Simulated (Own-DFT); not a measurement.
# Which defects push the lattice out? L1_0 TiAl

Source: density functional calculations with Own-DFT, an unreviewed in-house program that is no longer used. Nothing was measured or relaxed, and spin and spin-orbit coupling are left out.

Common settings: PBE; PseudoDojo norm-conserving scalar-relativistic files; cutoff 42 hartree; 4 x 4 x 4 k mesh centred on Gamma; cold (Marzari-Vanderbilt) smearing of 0.2 eV.

Caveats: forces on such cells failed a check on a denser k mesh; stress not checked against mesh or cutoff.

All runs share one cell, with vectors in Å (5.622, 5.622, 0.000); (-5.622, 5.622, 0.000); (0.000, 0.000, 8.133) and a volume of 514.0 Å³. Atoms were moved at random from their sites; u is the rms move along one axis. The defect's site can differ from row to row.

```
            cell   formula   u (Å)  P (GPa)
       no defect  Al16Ti16  0.0188     1.16
       no defect  Al16Ti16  0.0205     1.19
       no defect  Al16Ti16  0.0587     1.86
two Al vacancies  Al14Ti16  0.0280    -0.71
two Al vacancies  Al14Ti16  0.0309    -0.48
two Al vacancies  Al14Ti16  0.0543     0.18
  one Ti vacancy  Al16Ti15  0.0242     0.51
  one Ti vacancy  Al16Ti15  0.0301        ?
  one Ti vacancy  Al16Ti15  0.0320     0.49
  one Ti vacancy  Al16Ti15  0.0328     0.63
```

## What the rows give

P = P0 + c u² + a shift for each defect gives P0 = 1.02 GPa, c = 269 ± 39 GPa/Å² and a scatter of 0.12 GPa. The shifts, and each times the cell's volume:

- one Ti vacancy: -0.72 ± 0.10 GPa, -2.3 eV
- two Al vacancies: -1.78 ± 0.10 GPa, -5.7 eV (-2.9 eV for each of its 2 sites)

Positive is outwards. The product with the volume (160.2 GPa Å³ to the eV) is nearly free of the cell's size; divided by the bulk modulus at the cell's pressure it gives the volume that the defect adds. The atoms around the defects weren't relaxed, which would change these numbers.

## The run left out

Question: what pressure belongs in the blank (one Ti vacancy, u = 0.0301 Å)?

From the fit: 0.55 ± 0.14 GPa. The calculation gave 0.59 GPa.
